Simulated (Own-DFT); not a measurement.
Hf36O71 (tetragonal hafnia with one neutral oxygen vacancy, atoms displaced) (calculated)

Computed with Own-DFT development build. A calculation, not a measurement: plane-wave PBE and HSE06 DFT by an unreviewed code, no spin, of a simulated cell at Gamma alone, so results move with cell size and shape, stress positive in tension, energies less offsets, not probed for a lower state with spin; hafnium file: forces about 75 meV/angstrom off all-electron values; oxygen file: force components 24 meV/angstrom off all-electron in a glass; k mesh not checked against a denser one; forces and stress are PBE's, HSE06 gives the energy alone, and its difference from PBE has offsets of its own; offsets are fitted by least squares, one for each functional and potential file, so energies compare only between cells with the same atoms and settings and are not formation energies; the far tail of each file's local potential was reset to the Coulomb form; each entry is a single point on an unrelaxed cell, so the pressure reflects the starting lattice, taken from the Materials Project, from which strain is counted, and rises with the displacements; printed positions are rounded, which can move forces by about a meV/angstrom; the program is a retired in-house code; no spin-orbit coupling.

Common to all runs: first functional PBE; second functional HSE06; exact exchange share 0.25; screening 0.11 1/bohr; exchange divergence Gygi-Baldereschi; potential files PseudoDojo norm-conserving, scalar-relativistic, made for PBE, standard set; wave cutoff 48 hartree; occupations fixed; k mesh 1 x 1 x 1 centred on Gamma.

```yaml
- entry: 1
  formula: Hf36O71
  kind: "tetragonal hafnia with one neutral oxygen vacancy, atoms displaced"
  structure:
    cell_angstrom: [[10.78, 0.0, 0.0], [0.0, 10.78, 0.0], [0.0, 0.0, 10.4493]]
    atoms_fractional:
      - [Hf, 0.00205, 0.99615, 0.00094]
      - [Hf, 0.16665, 0.16574, 0.25495]
      - [O, 0.99826, 0.16609, 0.1586]
      - [O, 0.17079, 0.99735, 0.3499]
      - [O, 0.99868, 0.16747, 0.40865]
      - [O, 0.16606, 0.00171, 0.09741]
      - [Hf, 0.0001, 0.9958, 0.49844]
      - [Hf, 0.16577, 0.16145, 0.75075]
      - [O, 0.99903, 0.16803, 0.65313]
      - [O, 0.16748, 0.00449, 0.84678]
      - [O, 0.99902, 0.17013, 0.9032]
      - [O, 0.17076, 0.99807, 0.60101]
      - [Hf, 0.99675, 0.33982, 7.0e-05]
      - [Hf, 0.16862, 0.49991, 0.25545]
      - [O, 0.00905, 0.50234, 0.15494]
      - [O, 0.16627, 0.32435, 0.34718]
      - [O, 0.0011, 0.4984, 0.39789]
      - [O, 0.16847, 0.33305, 0.09717]
      - [Hf, 0.99279, 0.33206, 0.49997]
      - [Hf, 0.16883, 0.49817, 0.7488]
      - [O, 0.99883, 0.50068, 0.65356]
      - [O, 0.17018, 0.3301, 0.84783]
      - [O, 0.00092, 0.50301, 0.90314]
      - [O, 0.16519, 0.32724, 0.60659]
      - [Hf, 0.00429, 0.66246, 0.99593]
      - [Hf, 0.16177, 0.83387, 0.2459]
      - [O, 0.99974, 0.83364, 0.15313]
      - [O, 0.16935, 0.66686, 0.34868]
      - [O, 0.99987, 0.83391, 0.40123]
      - [O, 0.17261, 0.67292, 0.09794]
      - [Hf, 0.99494, 0.66661, 0.50045]
      - [Hf, 0.16964, 0.83312, 0.75278]
      - [O, 0.9993, 0.83345, 0.65207]
      - [O, 0.16645, 0.66604, 0.84594]
      - [O, 0.00215, 0.83985, 0.89956]
      - [O, 0.16397, 0.67051, 0.59861]
      - [Hf, 0.32934, 0.99823, 0.99531]
      - [Hf, 0.50278, 0.16723, 0.25084]
      - [O, 0.32855, 0.16686, 0.15555]
      - [O, 0.49858, 0.00067, 0.34799]
      - [O, 0.33379, 0.16756, 0.40296]
      - [O, 0.49655, 0.00179, 0.10021]
      - [Hf, 0.3338, 0.00383, 0.49424]
      - [Hf, 0.49824, 0.16798, 0.75544]
      - [O, 0.33226, 0.16695, 0.6494]
      - [O, 0.49996, 0.99957, 0.84059]
      - [O, 0.33493, 0.16404, 0.90471]
      - [O, 0.50199, 0.00012, 0.59965]
      - [Hf, 0.32943, 0.33448, 0.99742]
      - [Hf, 0.4966, 0.49838, 0.25245]
      - [O, 0.33492, 0.496, 0.14987]
      - [O, 0.50191, 0.33411, 0.34516]
      - [O, 0.33532, 0.50171, 0.40136]
      - [O, 0.49901, 0.33448, 0.09363]
      - [Hf, 0.33119, 0.33234, 0.49723]
      - [Hf, 0.50015, 0.49986, 0.75656]
      - [O, 0.33181, 0.49548, 0.653]
      - [O, 0.4968, 0.33251, 0.84473]
      - [O, 0.5016, 0.33009, 0.59549]
      - [Hf, 0.33819, 0.66775, 0.99777]
      - [Hf, 0.49833, 0.83776, 0.25489]
      - [O, 0.33335, 0.83226, 0.15125]
      - [O, 0.50141, 0.66929, 0.34895]
      - [O, 0.3327, 0.83125, 0.39831]
      - [O, 0.49519, 0.6728, 0.09444]
      - [Hf, 0.3345, 0.66058, 0.50035]
      - [Hf, 0.50164, 0.8325, 0.74822]
      - [O, 0.32842, 0.83747, 0.65352]
      - [O, 0.50853, 0.6648, 0.84224]
      - [O, 0.33758, 0.83681, 0.89996]
      - [O, 0.4972, 0.667, 0.59977]
      - [Hf, 0.65911, 0.00052, 0.9966]
      - [Hf, 0.83652, 0.1656, 0.24494]
      - [O, 0.66547, 0.16403, 0.15281]
      - [O, 0.82891, 0.9995, 0.34598]
      - [O, 0.66768, 0.16674, 0.40378]
      - [O, 0.82768, 0.00657, 0.09723]
      - [Hf, 0.66579, 0.00443, 0.50557]
      - [Hf, 0.83349, 0.16174, 0.74818]
      - [O, 0.66737, 0.16935, 0.65319]
      - [O, 0.83446, 0.00249, 0.84765]
      - [O, 0.65815, 0.16629, 0.90328]
      - [O, 0.83548, 0.99946, 0.5976]
      - [Hf, 0.66602, 0.33122, 0.99438]
      - [Hf, 0.83329, 0.49895, 0.24806]
      - [O, 0.66938, 0.50282, 0.15201]
      - [O, 0.83259, 0.32966, 0.34238]
      - [O, 0.66506, 0.50182, 0.4058]
      - [O, 0.83188, 0.33687, 0.09837]
      - [Hf, 0.66793, 0.3292, 0.50037]
      - [Hf, 0.83331, 0.50199, 0.7499]
      - [O, 0.66699, 0.50332, 0.65132]
      - [O, 0.82578, 0.33449, 0.84478]
      - [O, 0.66575, 0.50226, 0.90202]
      - [O, 0.83576, 0.33387, 0.60027]
      - [Hf, 0.66347, 0.66275, 0.99993]
      - [Hf, 0.82963, 0.83224, 0.25367]
      - [O, 0.66527, 0.83218, 0.15003]
      - [O, 0.83263, 0.66921, 0.34883]
      - [O, 0.66593, 0.83206, 0.40077]
      - [O, 0.83558, 0.67259, 0.09494]
      - [Hf, 0.66525, 0.67148, 0.49832]
      - [Hf, 0.83336, 0.83621, 0.74921]
      - [O, 0.66609, 0.83624, 0.65063]
      - [O, 0.83257, 0.67173, 0.84743]
      - [O, 0.66322, 0.83275, 0.9036]
      - [O, 0.83624, 0.66735, 0.60051]
  results:
    "PBE_energy_of_cell_above_offsets [eV]": "-100.720"
    "HSE06_less_PBE_above_offsets [eV]": "-0.120"
    "PBE_pressure [GPa]": 0.98
    "PBE_stress_xx [GPa]": 0.96
    "PBE_stress_yy [GPa]": -2.31
    "PBE_stress_zz [GPa]": -1.58
    "PBE_stress_yz [GPa]": -0.4
    "PBE_stress_xz [GPa]": 0.46
    "PBE_stress_xy [GPa]": 0.01
    force_element: [Hf, Hf, O, O, O, O, Hf, Hf, O, O, O, O, Hf, Hf, O, O, O, O, Hf, Hf, O, O, O, O, Hf, Hf, O, O, O, O, Hf, Hf, O, O, O, O, Hf, Hf, O, O, O, O, Hf, Hf, O, O, O, O, Hf, Hf, O, O, O, O, Hf, Hf, O, O, O, Hf, Hf, O, O, O, O, Hf, Hf, O, O, O, O, Hf, Hf, O, O, O, O, Hf, Hf, O, O, O, O, Hf, Hf, O, O, O, O, Hf, Hf, O, O, O, O, Hf, Hf, O, O, O, O, Hf, Hf, O, O, O, O]
    "force_x [eV/angstrom]": [-1.148, 0.128, 0.917, -0.387, -0.102, -0.118, 0.746, -0.007, -0.188, 0.04, -0.106, -0.996, 1.013, 0.156, -1.314, 0.379, -0.101, -0.94, 1.388, -0.384, 0.148, 0.348, -0.308, -0.079, -0.211, 1.521, -0.617, -0.27, -0.074, -0.56, 1.064, -0.556, 0.108, 0.316, 0.126, 0.387, 0.467, -0.709, 0.888, 0.16, 0.176, 0.006, -0.165, -0.492, 0.445, 0.175, 0.298, -0.399, 0.028, 0.933, -0.323, -0.168, -0.111, 0.325, -0.131, 0.343, 0.444, -0.107, -0.353, -0.963, -0.354, -0.173, -0.055, 0.45, 0.857, -0.74, -0.621, 1.317, -0.861, -0.225, 0.222, 0.552, -0.998, 0.001, 0.402, -0.389, 0.748, 0.111, 0.765, -0.012, -0.38, 0.137, -0.434, -0.16, 0.148, -0.816, 0.045, 0.324, 0.176, -0.305, -0.593, 0.1, 0.207, -0.063, -0.831, 0.667, -0.305, -0.091, 0.11, 0.043, 0.176, -0.114, 0.211, 0.391, 0.242, -0.063, -0.902]
    "force_y [eV/angstrom]": [1.191, -0.76, 0.169, 0.465, -0.782, -0.36, 0.491, 1.438, -0.407, -1.39, -0.055, 0.345, -1.395, -0.089, 0.049, 2.172, 0.042, 0.115, 0.029, -0.489, -0.018, 0.971, -0.892, 0.768, 1.78, -0.568, 0.415, -0.241, -0.314, -0.39, -0.042, 0.243, 0.228, -0.255, -1.282, -0.499, 0.414, -0.213, 0.072, 0.585, 0.272, 0.04, -1.365, -0.361, -0.061, -0.098, 0.406, 0.017, 0.113, 0.49, 0.297, -0.088, -1.036, -0.076, -0.544, -0.243, 0.327, 0.699, 0.126, -0.068, -0.604, 0.493, -0.722, 0.115, -0.643, 2.157, 0.278, -0.406, 0.382, -1.094, 0.172, -0.695, -0.957, 0.583, 0.161, -0.138, -0.346, -0.585, 0.885, -0.332, -0.438, 0.089, 0.155, 0.412, 0.283, 0.234, 0.932, -0.37, 0.111, 1.062, 0.325, -0.174, -0.239, -0.909, 0.052, 1.264, 0.429, 0.083, -0.853, 0.99, -0.734, -1.062, -0.264, -0.215, -0.611, 0.189, 0.16]
    "force_z [eV/angstrom]": [0.356, -1.102, -0.551, 0.014, -0.405, -0.082, 0.657, -1.114, 0.229, 0.947, 0.49, -0.638, 0.212, -0.408, -0.679, 0.752, 0.568, -0.223, 0.521, -0.28, -0.086, 0.404, -0.465, -1.631, 1.057, 0.458, -0.315, -0.285, -0.059, -0.556, 0.078, -1.131, 0.033, 0.443, 0.223, -0.311, 1.464, -0.946, 0.174, 0.51, -0.318, -0.628, 1.116, -1.582, 0.472, 0.947, -0.35, -0.553, 0.392, -0.54, 0.009, 0.219, -0.339, -0.06, 1.594, -1.638, 0.278, 0.66, -0.32, 0.254, -1.032, 0.069, -0.146, 0.791, 0.137, 0.186, -0.532, 0.075, 0.918, -0.178, -0.262, 1.17, 0.386, -0.111, 0.314, -0.046, -0.617, -0.617, 0.185, -0.042, -0.033, -0.378, 0.091, 0.863, 0.241, 0.163, 0.63, -0.29, -0.409, 0.317, -0.425, 0.603, 0.407, -0.135, -0.447, 0.645, -1.245, 0.612, 0.129, 0.242, -0.07, 0.509, 0.132, -0.012, -0.028, -0.357, -0.333]
- entry: 2
  formula: Hf36O71
  kind: "tetragonal hafnia with one neutral oxygen vacancy, atoms displaced"
  structure:
    cell_angstrom: [[10.78, 0.0, 0.0], [0.0, 10.78, 0.0], [0.0, 0.0, 10.4493]]
    atoms_fractional:
      - [Hf, 0.00296, 0.00309, 0.99341]
      - [Hf, 0.16481, 0.16079, 0.24809]
      - [O, 0.00029, 0.18124, 0.15291]
      - [O, 0.15917, 0.99862, 0.33997]
      - [O, 0.00234, 0.16041, 0.39355]
      - [O, 0.17609, 0.00274, 0.09604]
      - [Hf, 0.0026, 0.00108, 0.50549]
      - [Hf, 0.17232, 0.16962, 0.75486]
      - [O, 0.98853, 0.1754, 0.64705]
      - [O, 0.16471, 0.00032, 0.84432]
      - [O, 0.99927, 0.17135, 0.8969]
      - [O, 0.16139, 0.99829, 0.60527]
      - [Hf, 0.00088, 0.32443, 0.01104]
      - [Hf, 0.17007, 0.51076, 0.2452]
      - [O, 0.99057, 0.5004, 0.16526]
      - [O, 0.16883, 0.33714, 0.34986]
      - [O, 0.00431, 0.5006, 0.39697]
      - [O, 0.16165, 0.33825, 0.08467]
      - [Hf, 0.00088, 0.32974, 0.49694]
      - [Hf, 0.16821, 0.50135, 0.74374]
      - [O, 0.99873, 0.49865, 0.65107]
      - [O, 0.16778, 0.33278, 0.84122]
      - [O, 0.99215, 0.50292, 0.90935]
      - [O, 0.16131, 0.32282, 0.57829]
      - [Hf, 0.99241, 0.66503, 0.9984]
      - [Hf, 0.15481, 0.83529, 0.25364]
      - [O, 0.00725, 0.83291, 0.15503]
      - [O, 0.16444, 0.66075, 0.34042]
      - [O, 0.01381, 0.82491, 0.41632]
      - [O, 0.15474, 0.66695, 0.10062]
      - [Hf, 0.00275, 0.66669, 0.49622]
      - [Hf, 0.16614, 0.83437, 0.744]
      - [O, 0.00435, 0.82257, 0.64337]
      - [O, 0.1782, 0.68119, 0.83928]
      - [O, 0.01224, 0.82703, 0.89245]
      - [O, 0.15785, 0.66768, 0.59409]
      - [Hf, 0.34418, 0.0112, 0.00682]
      - [Hf, 0.49176, 0.15606, 0.25451]
      - [O, 0.33257, 0.16817, 0.15511]
      - [O, 0.48541, 0.00255, 0.34329]
      - [O, 0.34157, 0.17111, 0.4046]
      - [O, 0.50345, 0.99122, 0.1033]
      - [Hf, 0.33302, 0.998, 0.50347]
      - [Hf, 0.49565, 0.16959, 0.74768]
      - [O, 0.33636, 0.16488, 0.65461]
      - [O, 0.50367, 0.99726, 0.84393]
      - [O, 0.3399, 0.17822, 0.89235]
      - [O, 0.4989, 0.00835, 0.6004]
      - [Hf, 0.34141, 0.32904, 0.99576]
      - [Hf, 0.49438, 0.49438, 0.24924]
      - [O, 0.32318, 0.50074, 0.15167]
      - [O, 0.50006, 0.32655, 0.34644]
      - [O, 0.33696, 0.5115, 0.40888]
      - [O, 0.49572, 0.33895, 0.11102]
      - [Hf, 0.33169, 0.33635, 0.50887]
      - [Hf, 0.50778, 0.51229, 0.7499]
      - [O, 0.33039, 0.4958, 0.65805]
      - [O, 0.51175, 0.32871, 0.84975]
      - [O, 0.3368, 0.49699, 0.91338]
      - [O, 0.51181, 0.34828, 0.60886]
      - [Hf, 0.336, 0.66581, 0.004]
      - [Hf, 0.50391, 0.84538, 0.24312]
      - [O, 0.33782, 0.8415, 0.14629]
      - [O, 0.50527, 0.65204, 0.33974]
      - [O, 0.33242, 0.84081, 0.41695]
      - [O, 0.49823, 0.66532, 0.09833]
      - [Hf, 0.33448, 0.66776, 0.50085]
      - [Hf, 0.49697, 0.83551, 0.74231]
      - [O, 0.32897, 0.82853, 0.65088]
      - [O, 0.50363, 0.66454, 0.8539]
      - [O, 0.32921, 0.84452, 0.90494]
      - [O, 0.4935, 0.67372, 0.58557]
      - [Hf, 0.67855, 0.99681, 0.00378]
      - [Hf, 0.83801, 0.17863, 0.25133]
      - [O, 0.6634, 0.1526, 0.14066]
      - [O, 0.83659, 0.98616, 0.35553]
      - [O, 0.6653, 0.14971, 0.39922]
      - [O, 0.829, 0.99863, 0.09741]
      - [Hf, 0.66603, 0.99489, 0.49199]
      - [Hf, 0.84302, 0.16736, 0.74617]
      - [O, 0.66536, 0.16805, 0.63531]
      - [O, 0.83378, 0.00137, 0.85551]
      - [O, 0.67248, 0.16521, 0.89653]
      - [O, 0.84666, 0.99218, 0.58806]
      - [Hf, 0.66155, 0.33045, 0.9921]
      - [Hf, 0.82442, 0.50944, 0.24784]
      - [O, 0.67772, 0.50531, 0.14565]
      - [O, 0.82271, 0.33962, 0.34237]
      - [O, 0.67511, 0.50193, 0.40274]
      - [O, 0.83797, 0.32121, 0.08821]
      - [Hf, 0.66583, 0.33794, 0.50082]
      - [Hf, 0.8318, 0.49686, 0.76382]
      - [O, 0.67139, 0.50839, 0.65059]
      - [O, 0.66219, 0.49543, 0.8966]
      - [O, 0.81794, 0.33132, 0.59274]
      - [Hf, 0.65672, 0.6699, 0.00868]
      - [Hf, 0.8306, 0.84931, 0.26139]
      - [O, 0.67148, 0.83492, 0.15869]
      - [O, 0.83834, 0.66353, 0.34678]
      - [O, 0.6662, 0.83583, 0.40429]
      - [O, 0.82616, 0.67257, 0.10125]
      - [Hf, 0.65724, 0.6634, 0.50078]
      - [Hf, 0.82603, 0.83275, 0.74786]
      - [O, 0.6624, 0.83586, 0.6469]
      - [O, 0.83788, 0.6627, 0.8422]
      - [O, 0.66057, 0.83781, 0.90827]
      - [O, 0.82738, 0.67269, 0.59631]
  results:
    "PBE_energy_of_cell_above_offsets [eV]": "-91.151"
    "HSE06_less_PBE_above_offsets [eV]": "0.289"
    "PBE_pressure [GPa]": 5.06
    "PBE_stress_xx [GPa]": -5.18
    "PBE_stress_yy [GPa]": -4.49
    "PBE_stress_zz [GPa]": -5.52
    "PBE_stress_yz [GPa]": -1.92
    "PBE_stress_xz [GPa]": -0.69
    "PBE_stress_xy [GPa]": -0.15
    force_element: [Hf, Hf, O, O, O, O, Hf, Hf, O, O, O, O, Hf, Hf, O, O, O, O, Hf, Hf, O, O, O, O, Hf, Hf, O, O, O, O, Hf, Hf, O, O, O, O, Hf, Hf, O, O, O, O, Hf, Hf, O, O, O, O, Hf, Hf, O, O, O, O, Hf, Hf, O, O, O, O, Hf, Hf, O, O, O, O, Hf, Hf, O, O, O, O, Hf, Hf, O, O, O, O, Hf, Hf, O, O, O, O, Hf, Hf, O, O, O, O, Hf, Hf, O, O, O, Hf, Hf, O, O, O, O, Hf, Hf, O, O, O, O]
    "force_x [eV/angstrom]": [0.493, 0.149, 0.546, 0.544, -0.786, -1.798, 1.154, -1.045, 3.241, -0.384, -0.112, 1.199, -0.546, -3.594, 1.06, 0.395, -0.181, 2.943, -1.662, -1.877, -0.06, 0.146, 0.305, 1.458, -0.398, 2.262, -2.718, 0.766, 0.126, 1.81, -2.62, -1.249, -1.461, 0.475, -1.335, 3.082, -0.788, 2.165, 0.001, 0.364, -0.873, 0.239, -0.03, 3.421, -1.284, -0.652, -0.406, -0.427, -1.027, 0.412, 2.813, 0.194, 0.095, 0.574, 1.189, 0.257, 0.803, -0.862, 0.157, -2.373, -2.403, -1.182, -0.587, 0.064, 0.133, -0.321, -2.865, -0.508, 1.389, -0.439, 1.024, 0.865, -2.038, -2.107, 0.028, 0.545, 0.374, 3.892, 0.543, -4.189, 0.24, 0.661, 0.101, -3.208, 0.645, 2.35, -3.604, 0.479, -0.918, -2.77, -0.859, 0.912, -0.956, 0.514, 3.237, 2.243, 0.915, -0.966, -0.342, -0.77, 0.765, 3.243, 1.853, -0.181, -0.682, 0.563, 0.025]
    "force_y [eV/angstrom]": [-1.795, 1.912, -1.719, 0.759, 0.883, 0.826, -1.27, -0.888, -0.226, 1.726, -1.068, 1.016, 2.526, -2.544, -0.214, -0.899, -1.227, -0.506, 2.101, 1.506, -0.85, 0.812, -1.248, -0.041, 0.518, -1.628, 1.253, 2.84, 3.177, -0.253, -2.483, 0.58, 0.975, -4.275, 1.53, -0.953, -2.633, 3.374, -0.181, -2.255, -0.872, 0.566, 1.633, -1.001, 0.871, 1.024, -2.207, -1.276, 2.203, -1.096, 0.476, 0.961, -2.821, -0.138, 0.203, -3.025, 0.075, 1.344, 0.452, -0.421, 1.543, -2.196, -0.86, 3.186, -1.956, -0.014, 1.19, 1.145, 0.414, 1.594, -0.672, -0.534, 2.152, -0.241, 1.185, 5.489, 2.001, -0.236, 1.688, 0.938, -0.787, -0.699, 0.127, -0.135, -1.148, 0.391, -0.618, -1.68, -0.087, -0.249, -1.478, -0.71, 0.715, 1.091, 0.306, -0.587, -6.847, 0.12, 2.422, -1.308, 0.119, -0.26, -1.083, 0.105, 1.701, -1.802, 0.447]
    "force_z [eV/angstrom]": [-0.58, 0.742, -0.161, 1.218, 0.209, -0.233, -1.075, -0.756, -0.823, 0.629, 0.066, -0.849, -2.442, 0.498, -1.707, -1.267, 1.686, 1.114, -1.48, 1.421, 0.756, -0.597, -0.513, 2.786, 0.904, -0.433, -0.538, 1.458, -2.827, -0.987, 0.93, 0.537, 1.712, 0.823, 1.405, 0.326, -1.557, -0.746, -1.142, 1.752, 0.513, -0.304, 0.726, -0.27, -0.798, 0.036, 0.372, -0.911, 1.55, -0.172, -0.29, 0.8, -0.546, -1.819, -2.037, 0.03, -0.463, 0.476, -1.037, -0.612, -0.79, 0.311, 1.447, 0.618, -1.821, 0.606, -0.624, 1.708, 0.049, -0.69, 0.323, 2.632, -1.46, -0.554, 1.675, 1.692, -1.539, 1.514, 3.108, 1.069, 1.83, -0.999, 0.189, 2.012, 0.695, 1.328, -0.99, 0.029, -0.047, 0.74, -0.982, -1.74, 0.342, 0.229, 1.096, -0.837, -3.443, -0.494, 0.352, -1.276, -1.337, -1.029, -0.933, 0.842, 0.773, -0.836, -0.296]
```
